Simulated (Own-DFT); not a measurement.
## Calculated data, Al$_{3}$GaN$_{4}$ (wurtzite random alloy, strained, atoms displaced)

All values are calculated (Own-DFT development build). A calculation, not a measurement: plane-wave PBE density functional theory by an unreviewed code, no spin, of a simulated periodic cell, stress positive in tension, free energy of the whole cell less one offset for each atom, forces on such cells passed a denser k mesh, this cell's mesh not checked; offsets are fitted by least squares, one for each functional and potential file, so energies compare only between cells with the same atoms and settings and are not formation energies; the far tail of each file's local potential was reset to the Coulomb form; each entry is a single point on an unrelaxed cell, so the pressure reflects the starting lattice, mostly measured values, from which strain is counted, and rises with the displacements; printed positions are rounded, which can move forces by about a meV/angstrom; the program is a retired in-house code; no spin-orbit coupling.

Settings shared by all entries: functional PBE; potential files PseudoDojo norm-conserving, scalar-relativistic, standard set with the stringent files for Ga; wave cutoff 96 hartree; occupations Gaussian; smearing width 0.01 eV; k mesh 4 x 4 x 3 centred on Gamma.

```json
{"entry": 1, "formula": "Al3GaN4", "kind": "wurtzite random alloy, strained, atoms displaced", "structure": {"cell_angstrom": [[9.5581, 0.0, 0.0], [-4.7791, 8.2776, 0.0], [0.0, 0.0, 10.0655]], "atoms_fractional": [["Ga", 0.12238, 0.23254, 0.99977], ["Al", 0.21629, 0.11512, 0.25333], ["N", 0.12167, 0.2196, 0.19213], ["N", 0.23753, 0.1261, 0.44256], ["Al", 0.11947, 0.2247, 0.50259], ["Al", 0.21647, 0.10013, 0.74534], ["N", 0.10459, 0.2243, 0.6977], ["N", 0.22028, 0.1118, 0.94377], ["Ga", 0.11099, 0.5464, 0.99968], ["Ga", 0.21539, 0.44247, 0.23959], ["N", 0.10779, 0.55378, 0.19173], ["N", 0.23523, 0.44741, 0.44468], ["Al", 0.10797, 0.5475, 0.50268], ["Ga", 0.22131, 0.44568, 0.73735], ["N", 0.10169, 0.55366, 0.67957], ["N", 0.22724, 0.44705, 0.94129], ["Al", 0.09779, 0.88326, 0.99839], ["Al", 0.21878, 0.78191, 0.25526], ["N", 0.12062, 0.89086, 0.19182], ["N", 0.22131, 0.78373, 0.44267], ["Ga", 0.11834, 0.89067, 0.51518], ["Al", 0.22788, 0.78323, 0.74378], ["N", 0.10698, 0.88271, 0.68219], ["N", 0.23108, 0.77625, 0.94377], ["Al", 0.44192, 0.22114, 0.99747], ["Al", 0.55537, 0.10464, 0.24502], ["N", 0.45232, 0.22406, 0.19288], ["N", 0.56506, 0.10515, 0.44176], ["Al", 0.44356, 0.2276, 0.49951], ["Al", 0.55089, 0.10902, 0.75043], ["N", 0.4412, 0.22272, 0.68486], ["N", 0.56044, 0.11412, 0.94455], ["Al", 0.4432, 0.56095, 0.99889], ["Al", 0.5598, 0.45042, 0.24215], ["N", 0.44831, 0.55491, 0.19253], ["N", 0.54903, 0.43476, 0.43705], ["Al", 0.44686, 0.56901, 0.49872], ["Al", 0.55674, 0.44816, 0.75579], ["N", 0.45314, 0.54998, 0.69437], ["N", 0.561, 0.45086, 0.93702], ["Al", 0.44268, 0.89678, 0.00301], ["Ga", 0.55459, 0.77758, 0.24359], ["N", 0.44445, 0.89824, 0.18921], ["N", 0.56514, 0.78374, 0.43091], ["Al", 0.43721, 0.88592, 0.50102], ["Al", 0.5677, 0.77846, 0.74642], ["N", 0.44961, 0.90311, 0.69625], ["N", 0.56375, 0.78513, 0.93523], ["Al", 0.78111, 0.22035, 0.00569], ["Al", 0.89369, 0.10479, 0.25214], ["N", 0.79554, 0.23179, 0.19088], ["N", 0.88134, 0.11607, 0.44361], ["Ga", 0.77928, 0.21947, 0.4907], ["Al", 0.88971, 0.1188, 0.7643], ["N", 0.77426, 0.21278, 0.69953], ["N", 0.88851, 0.11138, 0.94156], ["Al", 0.77534, 0.5513, 0.9996], ["Al", 0.89025, 0.43905, 0.25378], ["N", 0.78376, 0.56913, 0.19696], ["N", 0.88724, 0.43847, 0.4431], ["Al", 0.76763, 0.55334, 0.50013], ["Al", 0.90074, 0.44637, 0.75559], ["N", 0.77429, 0.55691, 0.68494], ["N", 0.89051, 0.44763, 0.9385], ["Ga", 0.78234, 0.88632, 0.99518], ["Al", 0.89067, 0.77153, 0.25626], ["N", 0.79083, 0.9012, 0.18557], ["N", 0.8902, 0.78233, 0.4353], ["Al", 0.76057, 0.87963, 0.49672], ["Ga", 0.87884, 0.76748, 0.75456], ["N", 0.78045, 0.8982, 0.69016], ["N", 0.90022, 0.78166, 0.93063]]}, "results": {"free_energy_of_cell_above_offsets [eV]": "-21.042", "pressure [GPa]": 0.38, "stress_xx [GPa]": 2.35, "stress_yy [GPa]": 2.07, "stress_zz [GPa]": -5.56, "stress_yz [GPa]": -1.13, "stress_xz [GPa]": -0.84, "stress_xy [GPa]": -0.3, "force_element": ["Ga", "Al", "N", "N", "Al", "Al", "N", "N", "Ga", "Ga", "N", "N", "Al", "Ga", "N", "N", "Al", "Al", "N", "N", "Ga", "Al", "N", "N", "Al", "Al", "N", "N", "Al", "Al", "N", "N", "Al", "Al", "N", "N", "Al", "Al", "N", "N", "Al", "Ga", "N", "N", "Al", "Al", "N", "N", "Al", "Al", "N", "N", "Ga", "Al", "N", "N", "Al", "Al", "N", "N", "Al", "Al", "N", "N", "Ga", "Al", "N", "N", "Al", "Ga", "N", "N"], "force_x [eV/angstrom]": [-0.757, 3.517, -2.482, -1.874, -1.254, -0.311, 1.19, 1.128, -0.808, 1.327, -0.541, -1.946, -0.276, 0.512, 1.21, 0.581, 3.282, 0.949, -1.974, 1.526, -1.581, 0.031, 0.385, -1.745, 0.563, 0.18, -0.761, -3.069, 2.084, 0.744, 0.054, -0.692, 1.038, 0.459, -0.578, -0.028, 1.862, 1.221, -1.741, -0.525, 1.06, 0.342, 0.028, -2.947, 1.092, -1.458, 0.328, -1.234, -0.335, -0.549, -0.753, 4.777, -1.436, -0.116, -0.515, 0.297, 0.546, -0.715, 0.503, -0.282, 0.887, -2.352, 0.563, -0.418, -0.289, 0.016, 0.315, -0.665, 3.476, -0.154, 0.212, -1.123], "force_y [eV/angstrom]": [-1.659, -1.137, 0.348, -1.595, -0.24, 1.633, -1.465, -1.106, 1.675, 0.191, 1.061, 0.023, 0.341, 0.386, 1.455, 0.627, 1.345, -0.306, 0.162, -1.72, 0.614, -0.718, 0.399, 0.375, 0.072, 2.233, 0.22, -0.661, -0.371, 2.169, -0.222, 0.243, 0.556, -1.295, 0.014, 2.426, -1.652, -1.426, 2.173, -0.508, -0.401, 0.98, -1.979, -1.517, 1.42, 0.4, -3.284, -1.102, 0.271, 1.674, -1.599, -2.233, 0.843, -0.785, 1.741, 0.875, 0.79, 1.069, -2.546, 2.162, -0.03, -1.522, -1.462, -0.661, 0.604, 2.591, -2.0, -0.549, 2.817, 1.078, -0.539, -1.768], "force_z [eV/angstrom]": [-0.211, 0.272, -0.012, -0.284, 0.158, 0.678, -1.082, -1.275, 0.047, 1.847, 0.729, 0.1, -2.337, 1.095, 2.138, -0.642, 1.168, -0.754, -0.332, -0.148, -6.49, 1.267, 6.484, -1.328, 0.711, 1.3, -0.758, -1.03, -0.242, 0.28, 1.691, -0.116, -0.259, 1.424, -1.585, -0.202, -0.166, -1.574, -1.36, 1.563, -0.849, -0.793, 0.053, 1.686, -0.089, 0.71, -1.492, 0.627, -0.902, 0.328, 0.008, -1.507, 2.73, -2.679, 0.013, 1.373, 0.431, 0.227, -1.775, -0.586, -0.921, -1.506, 0.942, 0.777, 0.348, -0.915, 0.803, 1.858, 1.005, -3.218, -0.381, 2.929]}}
{"entry": 2, "formula": "Al3GaN4", "kind": "wurtzite random alloy, strained, atoms displaced", "structure": {"cell_angstrom": [[9.5581, 0.0, 0.0], [-4.7791, 8.2776, 0.0], [0.0, 0.0, 10.0655]], "atoms_fractional": [["Al", 0.10068, 0.21924, 0.00026], ["Ga", 0.21525, 0.11462, 0.25325], ["N", 0.11942, 0.22102, 0.18741], ["N", 0.21525, 0.10973, 0.4356], ["Al", 0.11587, 0.23414, 0.49404], ["Al", 0.22469, 0.10826, 0.75022], ["N", 0.12443, 0.23339, 0.69537], ["N", 0.22172, 0.10495, 0.9343], ["Al", 0.11237, 0.55181, 0.00626], ["Al", 0.22387, 0.4444, 0.24948], ["N", 0.11305, 0.55979, 0.18144], ["N", 0.22358, 0.44287, 0.4405], ["Ga", 0.11062, 0.56052, 0.49797], ["Al", 0.22258, 0.44471, 0.75254], ["N", 0.10706, 0.55783, 0.68917], ["N", 0.21426, 0.43538, 0.94241], ["Al", 0.1025, 0.88363, 0.01225], ["Al", 0.22481, 0.77597, 0.24235], ["N", 0.11896, 0.8924, 0.19272], ["N", 0.22046, 0.77672, 0.43375], ["Ga", 0.11182, 0.88859, 0.48899], ["Al", 0.21408, 0.76846, 0.745], ["N", 0.10289, 0.88605, 0.6947], ["N", 0.2306, 0.78454, 0.93073], ["Al", 0.43523, 0.20815, 0.99361], ["Al", 0.55281, 0.11903, 0.25351], ["N", 0.449, 0.23595, 0.18708], ["N", 0.55034, 0.10923, 0.44895], ["Ga", 0.43529, 0.22615, 0.49672], ["Ga", 0.5496, 0.10362, 0.74035], ["N", 0.44762, 0.22602, 0.68637], ["N", 0.55584, 0.11042, 0.94743], ["Al", 0.45192, 0.55847, 0.00065], ["Ga", 0.53594, 0.43085, 0.25222], ["N", 0.44219, 0.56278, 0.1809], ["N", 0.55883, 0.4403, 0.44071], ["Al", 0.44432, 0.56239, 0.49854], ["Al", 0.56217, 0.43776, 0.75016], ["N", 0.44787, 0.56879, 0.69039], ["N", 0.55305, 0.43821, 0.92901], ["Al", 0.44538, 0.88824, 0.99915], ["Al", 0.55521, 0.76759, 0.2506], ["N", 0.45179, 0.88934, 0.20053], ["N", 0.56181, 0.78292, 0.43785], ["Ga", 0.43979, 0.89629, 0.50215], ["Al", 0.56366, 0.78609, 0.74765], ["N", 0.44406, 0.88841, 0.68647], ["N", 0.55611, 0.7806, 0.94049], ["Al", 0.78092, 0.22962, 0.99723], ["Al", 0.88368, 0.10435, 0.25123], ["N", 0.78864, 0.22575, 0.18558], ["N", 0.8823, 0.1096, 0.44259], ["Ga", 0.78173, 0.21834, 0.50157], ["Al", 0.89217, 0.11555, 0.74714], ["N", 0.77911, 0.22157, 0.6764], ["N", 0.88223, 0.09992, 0.93327], ["Al", 0.78156, 0.55654, 0.00404], ["Al", 0.88657, 0.44303, 0.25164], ["N", 0.77292, 0.5544, 0.19357], ["N", 0.88144, 0.43604, 0.44129], ["Al", 0.76628, 0.55065, 0.50062], ["Al", 0.8881, 0.44186, 0.7485], ["N", 0.77975, 0.55279, 0.69162], ["N", 0.88747, 0.43284, 0.93558], ["Al", 0.77741, 0.88291, 0.99962], ["Al", 0.88897, 0.78669, 0.25015], ["N", 0.77086, 0.8844, 0.19616], ["N", 0.89479, 0.78616, 0.4426], ["Al", 0.7785, 0.88648, 0.50341], ["Ga", 0.89076, 0.7824, 0.743], ["N", 0.77823, 0.90613, 0.69182], ["N", 0.88579, 0.77033, 0.93744]]}, "results": {"free_energy_of_cell_above_offsets [eV]": "-22.557", "pressure [GPa]": -0.31, "stress_xx [GPa]": 5.22, "stress_yy [GPa]": 0.78, "stress_zz [GPa]": -5.06, "stress_yz [GPa]": -0.34, "stress_xz [GPa]": -0.38, "stress_xy [GPa]": -0.02, "force_element": ["Al", "Ga", "N", "N", "Al", "Al", "N", "N", "Al", "Al", "N", "N", "Ga", "Al", "N", "N", "Al", "Al", "N", "N", "Ga", "Al", "N", "N", "Al", "Al", "N", "N", "Ga", "Ga", "N", "N", "Al", "Ga", "N", "N", "Al", "Al", "N", "N", "Al", "Al", "N", "N", "Ga", "Al", "N", "N", "Al", "Al", "N", "N", "Ga", "Al", "N", "N", "Al", "Al", "N", "N", "Al", "Al", "N", "N", "Al", "Al", "N", "N", "Al", "Ga", "N", "N"], "force_x [eV/angstrom]": [1.215, 2.349, -3.297, -0.598, -0.468, -0.505, -0.69, -1.036, -0.033, -0.506, -0.087, 0.397, -0.401, 0.29, 0.686, 0.437, 1.136, 0.566, -1.047, 0.145, 0.167, 0.06, 2.542, -0.845, 0.04, 1.141, 0.46, -0.341, 1.151, 0.546, -0.97, 0.326, -0.552, 0.947, -0.088, -2.132, 0.546, -1.317, 0.543, 0.175, 0.122, -1.018, -0.901, 0.152, 1.059, -0.872, -0.493, 0.528, 0.103, -0.197, -0.923, 2.865, -1.67, 0.285, 0.361, -0.018, -0.555, -0.031, 0.735, -0.396, 2.171, 0.025, -0.471, -0.236, -0.646, 0.646, 1.096, -1.633, -0.563, -1.244, 0.795, -0.03], "force_y [eV/angstrom]": [-0.447, -0.675, 1.055, 1.061, -2.134, 0.256, -1.367, -0.304, 0.363, 0.262, -0.67, 1.079, -0.856, 1.062, -1.036, 1.066, 0.545, 0.541, -1.023, 0.048, 0.039, 1.61, 1.227, -1.16, 1.643, -0.793, -4.473, 1.529, -1.067, 1.291, -0.598, -0.115, -0.793, 4.037, -1.25, 1.569, 0.163, 1.181, -1.156, 0.321, 0.204, 1.726, 0.266, -1.147, -1.414, -0.536, -1.593, -0.409, -2.401, 0.723, -0.17, -0.671, 0.274, 1.03, 0.523, 0.976, -1.259, 0.165, 0.77, 1.798, 0.742, -0.207, -0.23, 2.334, 0.254, -1.5, 0.584, -1.816, 0.866, -0.748, -1.688, 0.52], "force_z [eV/angstrom]": [-1.15, -1.34, -0.062, 1.586, 1.617, -0.36, -1.402, 1.584, -3.295, -0.914, 2.899, -1.18, 0.048, 0.063, 0.557, 0.2, -3.201, 0.516, 0.454, -0.592, 1.804, 0.585, -1.425, 2.001, 0.246, -0.278, -1.135, -2.248, 0.565, 1.191, 0.826, -0.61, -2.235, -0.12, 1.745, 0.257, 0.837, -0.843, -0.247, 2.588, 0.514, 0.274, -1.288, 0.375, -1.296, 0.457, 1.369, -0.013, 0.282, -0.068, 0.836, -1.135, -2.351, -0.07, 5.007, 1.327, -0.883, -0.305, -0.157, -0.888, -0.019, -0.505, -0.842, 0.407, -0.263, 0.334, -1.176, -0.655, -0.386, 0.745, -0.84, 1.685]}}
{"entry": 3, "formula": "Al3GaN4", "kind": "wurtzite random alloy, strained, atoms displaced", "structure": {"cell_angstrom": [[9.5581, 0.0, 0.0], [-4.7791, 8.2776, 0.0], [0.0, 0.0, 10.0655]], "atoms_fractional": [["Al", 0.11797, 0.23523, 0.99471], ["Al", 0.22724, 0.11044, 0.25129], ["N", 0.11127, 0.22206, 0.19056], ["N", 0.21974, 0.1063, 0.44309], ["Ga", 0.12241, 0.23278, 0.50634], ["Al", 0.22056, 0.10783, 0.74664], ["N", 0.1086, 0.22255, 0.68724], ["N", 0.22734, 0.11111, 0.93724], ["Al", 0.10469, 0.54631, 0.00622], ["Al", 0.22882, 0.44256, 0.2523], ["N", 0.10141, 0.5428, 0.19801], ["N", 0.22023, 0.4323, 0.4396], ["Al", 0.11734, 0.55204, 0.50687], ["Al", 0.22365, 0.43961, 0.75334], ["N", 0.11984, 0.56088, 0.68293], ["N", 0.21728, 0.43829, 0.93407], ["Al", 0.11383, 0.89237, 0.00894], ["Al", 0.22245, 0.76657, 0.25002], ["N", 0.09647, 0.88875, 0.19784], ["N", 0.20667, 0.77121, 0.43428], ["Ga", 0.10142, 0.87819, 0.50065], ["Ga", 0.22199, 0.77663, 0.74773], ["N", 0.11262, 0.89272, 0.69029], ["N", 0.21371, 0.77514, 0.94218], ["Al", 0.44154, 0.21934, 0.00172], ["Ga", 0.55999, 0.1177, 0.24507], ["N", 0.44295, 0.21982, 0.19706], ["N", 0.55809, 0.12488, 0.43785], ["Al", 0.44788, 0.23402, 0.49953], ["Al", 0.56, 0.12506, 0.75484], ["N", 0.44518, 0.22076, 0.68988], ["N", 0.55201, 0.10526, 0.93904], ["Ga", 0.44374, 0.54501, 0.99424], ["Ga", 0.55203, 0.44568, 0.24746], ["N", 0.44769, 0.56131, 0.19075], ["N", 0.55898, 0.44733, 0.43693], ["Al", 0.45242, 0.55783, 0.50355], ["Al", 0.55292, 0.44726, 0.74828], ["N", 0.44354, 0.54672, 0.68421], ["N", 0.55756, 0.44373, 0.95384], ["Al", 0.44716, 0.89253, 9e-05], ["Al", 0.55023, 0.78291, 0.2504], ["N", 0.43662, 0.87784, 0.18561], ["N", 0.55906, 0.77782, 0.43952], ["Ga", 0.44983, 0.89464, 0.49619], ["Al", 0.55604, 0.78464, 0.75773], ["N", 0.43773, 0.89005, 0.68478], ["N", 0.55545, 0.78035, 0.93556], ["Al", 0.79496, 0.22566, 0.00489], ["Ga", 0.89102, 0.11694, 0.24989], ["N", 0.75913, 0.21313, 0.18947], ["N", 0.88354, 0.11247, 0.43794], ["Al", 0.7821, 0.22569, 0.50522], ["Al", 0.88953, 0.10923, 0.75928], ["N", 0.7827, 0.22185, 0.6901], ["N", 0.9007, 0.11252, 0.93811], ["Al", 0.78596, 0.57143, 0.99761], ["Al", 0.89495, 0.44361, 0.25386], ["N", 0.77542, 0.55845, 0.1939], ["N", 0.89655, 0.44945, 0.43752], ["Al", 0.77801, 0.56097, 0.49703], ["Al", 0.88033, 0.43792, 0.75344], ["N", 0.7715, 0.55799, 0.68418], ["N", 0.88391, 0.43898, 0.93771], ["Al", 0.78963, 0.8912, 0.00526], ["Al", 0.88418, 0.78534, 0.24732], ["N", 0.77619, 0.88419, 0.19388], ["N", 0.90037, 0.78191, 0.43861], ["Al", 0.77617, 0.884, 0.50342], ["Ga", 0.88755, 0.76628, 0.7542], ["N", 0.76905, 0.8735, 0.68929], ["N", 0.88902, 0.77299, 0.94036]]}, "results": {"free_energy_of_cell_above_offsets [eV]": "-22.322", "pressure [GPa]": -0.15, "stress_xx [GPa]": 3.06, "stress_yy [GPa]": 3.33, "stress_zz [GPa]": -5.93, "stress_yz [GPa]": 0.85, "stress_xz [GPa]": 0.52, "stress_xy [GPa]": -0.54, "force_element": ["Al", "Al", "N", "N", "Ga", "Al", "N", "N", "Al", "Al", "N", "N", "Al", "Al", "N", "N", "Al", "Al", "N", "N", "Ga", "Ga", "N", "N", "Al", "Ga", "N", "N", "Al", "Al", "N", "N", "Ga", "Ga", "N", "N", "Al", "Al", "N", "N", "Al", "Al", "N", "N", "Ga", "Al", "N", "N", "Al", "Ga", "N", "N", "Al", "Al", "N", "N", "Al", "Al", "N", "N", "Al", "Al", "N", "N", "Al", "Al", "N", "N", "Al", "Ga", "N", "N"], "force_x [eV/angstrom]": [1.273, -1.263, 0.971, 0.84, -0.597, 0.166, 0.191, -0.951, -0.053, -0.555, 1.812, 0.348, -0.764, -0.512, -0.49, -0.579, 0.018, -1.713, 2.368, 2.729, 1.683, -0.398, -0.362, 0.808, 0.753, -2.39, -1.173, 0.71, 0.001, 0.399, -0.527, 0.537, -1.263, 0.807, -1.404, -0.309, -0.748, 0.662, -0.979, 1.517, -0.491, 1.459, -0.314, 0.058, -1.144, -0.277, 1.951, 0.571, -2.16, -0.079, 4.44, 0.213, -0.369, 0.107, -0.534, -0.737, 0.021, -2.543, 1.476, -0.444, 1.072, 0.802, 0.962, 0.341, -1.244, 1.22, -1.679, -4.272, 0.541, -0.187, -0.349, 0.027], "force_y [eV/angstrom]": [-2.717, -0.514, 0.874, 1.212, -3.362, 0.343, -0.42, 0.237, 1.299, -0.328, 0.71, 4.14, 0.283, 0.707, -2.05, 1.441, -0.172, 0.637, 0.4, -0.767, 2.104, 0.427, -0.372, -0.42, -0.006, -2.273, -0.057, -0.261, -1.664, -1.815, 1.139, 1.227, 2.031, 0.17, -0.015, 0.524, -0.204, -0.811, 0.871, -0.687, -1.112, -0.677, 0.61, -0.522, 0.138, -0.553, 0.988, 0.298, -0.865, -0.684, 2.996, -0.598, 0.089, -0.589, -0.088, -0.167, -3.338, -0.385, 0.42, -0.623, -0.256, 0.976, -2.202, 0.646, -0.436, -1.787, 0.739, -1.679, 0.971, 1.824, 1.83, 2.175], "force_z [eV/angstrom]": [1.297, 0.783, -1.114, -0.365, -1.549, -0.04, 3.183, 0.527, -0.821, -0.021, -1.607, -0.527, -2.715, -2.118, 2.519, 0.873, -0.66, 0.01, -1.358, 0.19, 0.247, 0.401, 0.788, 1.369, 0.169, 1.753, -1.897, 0.977, -0.296, -1.031, 0.301, 0.753, 1.009, -0.181, 0.025, 1.487, -1.452, 0.472, 1.96, -2.408, -0.705, -0.12, 0.414, -0.245, -0.291, -2.52, 1.56, 1.824, -0.739, 0.393, -1.654, 1.586, -1.516, -2.848, 1.21, 1.695, 1.978, 0.094, -0.895, 1.524, -1.002, -1.56, 0.815, 0.913, -0.578, 1.442, -1.123, -0.557, -0.854, -1.18, 0.843, 1.166]}}
{"entry": 4, "formula": "Al3GaN4", "kind": "wurtzite random alloy, strained, atoms displaced", "structure": {"cell_angstrom": [[9.5581, 0.0, 0.0], [-4.7791, 8.2776, 0.0], [0.0, 0.0, 10.0655]], "atoms_fractional": [["Ga", 0.11258, 0.22028, 0.99968], ["Al", 0.22817, 0.11877, 0.25335], ["N", 0.10929, 0.23142, 0.19138], ["N", 0.2206, 0.11405, 0.44776], ["Al", 0.11376, 0.22343, 0.50724], ["Al", 0.22309, 0.11187, 0.74559], ["N", 0.10722, 0.22335, 0.69408], ["N", 0.22454, 0.11768, 0.93669], ["Al", 0.11731, 0.55746, 0.99126], ["Al", 0.21815, 0.44207, 0.24822], ["N", 0.11246, 0.55776, 0.19166], ["N", 0.21641, 0.44125, 0.43904], ["Al", 0.11392, 0.55476, 0.49363], ["Ga", 0.21772, 0.43885, 0.73995], ["N", 0.11038, 0.55183, 0.68814], ["N", 0.22339, 0.45079, 0.94427], ["Al", 0.10584, 0.89039, 0.00013], ["Al", 0.21981, 0.7788, 0.23628], ["N", 0.11494, 0.88141, 0.18728], ["N", 0.21943, 0.77751, 0.43343], ["Al", 0.11052, 0.88997, 0.49368], ["Al", 0.2276, 0.7817, 0.74114], ["N", 0.11427, 0.89173, 0.68939], ["N", 0.22996, 0.77606, 0.94142], ["Ga", 0.45339, 0.22252, 0.99486], ["Al", 0.55716, 0.10763, 0.25508], ["N", 0.44222, 0.21795, 0.19561], ["N", 0.55706, 0.12319, 0.43512], ["Al", 0.44769, 0.23103, 0.49107], ["Ga", 0.55415, 0.10499, 0.7548], ["N", 0.45004, 0.22304, 0.69127], ["N", 0.56088, 0.11521, 0.941], ["Ga", 0.45568, 0.55824, 0.01036], ["Ga", 0.55939, 0.44939, 0.25599], ["N", 0.44398, 0.55647, 0.19159], ["N", 0.56183, 0.45604, 0.43501], ["Al", 0.45076, 0.55006, 0.51213], ["Ga", 0.55392, 0.44624, 0.74269], ["N", 0.44824, 0.56152, 0.69372], ["N", 0.55803, 0.44357, 0.94241], ["Al", 0.44333, 0.88376, 0.99065], ["Al", 0.55781, 0.78095, 0.25481], ["N", 0.44717, 0.88971, 0.18847], ["N", 0.56249, 0.79077, 0.43856], ["Al", 0.44784, 0.89363, 0.49949], ["Ga", 0.56631, 0.78869, 0.74328], ["N", 0.44437, 0.89572, 0.68448], ["N", 0.54862, 0.77214, 0.93968], ["Al", 0.77629, 0.2215, 0.99742], ["Al", 0.88496, 0.10178, 0.24739], ["N", 0.77181, 0.22133, 0.18407], ["N", 0.88224, 0.11376, 0.43578], ["Al", 0.77325, 0.22008, 0.49655], ["Al", 0.88539, 0.11531, 0.75498], ["N", 0.79286, 0.22752, 0.70072], ["N", 0.87987, 0.11759, 0.93511], ["Al", 0.78068, 0.55519, 0.99018], ["Al", 0.88224, 0.44624, 0.24081], ["N", 0.77417, 0.55255, 0.18964], ["N", 0.89409, 0.44906, 0.43675], ["Al", 0.77695, 0.55179, 0.4977], ["Al", 0.89003, 0.44577, 0.74717], ["N", 0.78866, 0.5604, 0.69033], ["N", 0.89676, 0.44443, 0.9326], ["Ga", 0.77237, 0.88845, 0.00401], ["Al", 0.89139, 0.78377, 0.2427], ["N", 0.77327, 0.88669, 0.17958], ["N", 0.89219, 0.77797, 0.43891], ["Al", 0.78144, 0.89087, 0.51028], ["Al", 0.8813, 0.78009, 0.75055], ["N", 0.7808, 0.87801, 0.68744], ["N", 0.8833, 0.7638, 0.93868]]}, "results": {"free_energy_of_cell_above_offsets [eV]": "-23.303", "pressure [GPa]": -0.67, "stress_xx [GPa]": 2.36, "stress_yy [GPa]": 3.64, "stress_zz [GPa]": -3.97, "stress_yz [GPa]": -0.29, "stress_xz [GPa]": 0.1, "stress_xy [GPa]": 1.53, "force_element": ["Ga", "Al", "N", "N", "Al", "Al", "N", "N", "Al", "Al", "N", "N", "Al", "Ga", "N", "N", "Al", "Al", "N", "N", "Al", "Al", "N", "N", "Ga", "Al", "N", "N", "Al", "Ga", "N", "N", "Ga", "Ga", "N", "N", "Al", "Ga", "N", "N", "Al", "Al", "N", "N", "Al", "Ga", "N", "N", "Al", "Al", "N", "N", "Al", "Al", "N", "N", "Al", "Al", "N", "N", "Al", "Al", "N", "N", "Ga", "Al", "N", "N", "Al", "Al", "N", "N"], "force_x [eV/angstrom]": [-0.989, -0.641, 0.791, 0.367, -1.384, 0.148, 0.655, 0.458, -0.675, -0.199, -0.444, 1.724, -0.764, 0.035, -0.596, 1.084, 1.241, 1.991, -2.634, 0.666, 0.568, -0.945, -0.507, -1.626, -1.472, -0.426, 0.222, 0.351, 0.106, 0.365, -1.2, 0.625, -1.285, -0.432, -0.44, -0.029, -1.903, 1.278, -0.202, 0.711, 0.13, -0.758, 0.066, 0.503, -0.935, -1.326, 0.576, 0.476, -0.167, -0.734, 0.671, 1.25, 0.582, 1.653, -2.146, 1.587, 0.34, 1.608, 0.466, -0.858, 1.24, 0.656, -0.954, -0.983, 0.046, 0.345, 0.767, -1.011, 0.065, 3.399, -1.154, 0.006], "force_y [eV/angstrom]": [1.357, -0.569, -2.352, 0.246, 0.072, -0.002, -2.145, -1.839, -0.19, 1.318, -0.464, 0.021, 0.511, 1.571, 1.471, -0.816, -0.22, -0.878, 2.106, 0.638, -0.559, -1.029, -0.137, 0.774, 0.201, 0.184, 0.007, -0.927, -0.619, 1.908, -0.183, -1.753, -0.894, -0.623, 0.537, -0.966, 1.335, -0.095, -0.234, 0.571, 0.84, -0.446, -0.051, -1.021, -0.076, -1.158, -1.1, 1.288, 1.225, 1.711, -0.151, -0.866, 1.291, -0.585, -0.412, -1.412, -1.622, -0.386, 1.54, -0.946, 1.096, 0.284, -0.059, 0.155, 0.071, -1.205, 0.089, 0.337, 0.181, -1.252, 2.791, 2.518], "force_z [eV/angstrom]": [-0.318, -0.426, 0.719, -0.904, -1.33, 0.161, -0.666, -0.237, 1.131, 0.15, -0.871, 0.736, 0.054, 2.292, -0.777, -0.758, -1.046, 1.482, -0.161, 0.576, 0.639, 0.875, -0.034, -1.136, 1.296, -2.114, 0.156, 1.658, 1.032, -0.896, -1.406, 0.384, -2.066, -2.792, 2.295, 3.502, -2.475, 1.535, -0.874, -0.642, 1.737, -0.946, -0.134, 1.5, -1.57, 1.196, -0.028, -0.692, 0.241, -0.08, 0.815, 1.011, 0.445, -0.746, -2.493, 0.932, 1.089, 0.746, -1.08, 0.104, 0.025, -0.031, -0.672, 1.184, -3.397, 0.711, 4.093, -0.346, -3.322, 0.267, 0.846, -0.148]}}
```
